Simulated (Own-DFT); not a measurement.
# Shaking the atoms of 4H SiC, 72 atoms (C36Si36)

Calculated results; nothing here was measured. The program, named Own-DFT, is a retired in-house plane-wave density functional code that no person has reviewed. Each row is one single-point run on a periodic cell that was not relaxed, without spin or spin-orbit coupling.

Settings of every run: PBE; PseudoDojo norm-conserving scalar-relativistic files; cutoff 42 hartree; 4 x 4 x 3 k mesh centred on Gamma; Fermi-Dirac smearing of 0.1 eV.

Known limits, some of them of some rows only: some atoms lie very close together; forces on such cells passed a denser k mesh, each cell not checked; stress not checked against mesh or cutoff.

Cell vectors in Å: (9.248, 0.000, 0.000); (-4.624, 8.009, 0.000); (0.000, 0.000, 10.068). In each run every atom was moved at random and independently from its ideal site; u is the rms move along one axis. E is the free energy for each atom above the fitted value at u = 0, and F the rms of the force components.

```
run,u (Å),E (meV/atom),F (eV/Å),largest force (eV/Å),P (GPa)
1,0.0284,29.5,0.804,2.77,3.60
2,0.0298,34.0,0.860,2.98,3.69
3,0.0306,34.1,0.853,3.04,3.73
4,0.0570,126.4,1.807,6.92,6.16
5,0.0604,128.7,1.719,5.95,5.93
6,0.0989,?,?,?,?
7,0.1015,381.5,3.368,21.63,11.66
8,0.1066,425.2,3.402,15.59,12.54
```

## Worked fit

For small independent moves the energy grows as E = (3/2) K u², with K the mean stiffness felt by one atom. The runs with u up to 0.11 Å give K = 24.8 ± 0.5 eV/Å², with residuals divided by u² + 0.0006 Å², since the noise grows with the moves. The scatter is 3.3 meV/atom at u = 0.05 Å. The forces follow F = G u with G = 30.1 eV/Å²; no force at u = 0 is resolved. G exceeds K because the moves of its neighbours add to the force on an atom, and stiffness differs between atoms. The pressure follows P = 3.00 + 842 u² GPa: at fixed volume, shortened bonds push harder than stretched ones pull.

## Withheld run

Question: what energy and rms force should run 6 give?

The fit gives 363 ± 13 meV/atom and about 2.98 eV/Å. The calculation gave 372.0 meV/atom and 3.384 eV/Å.
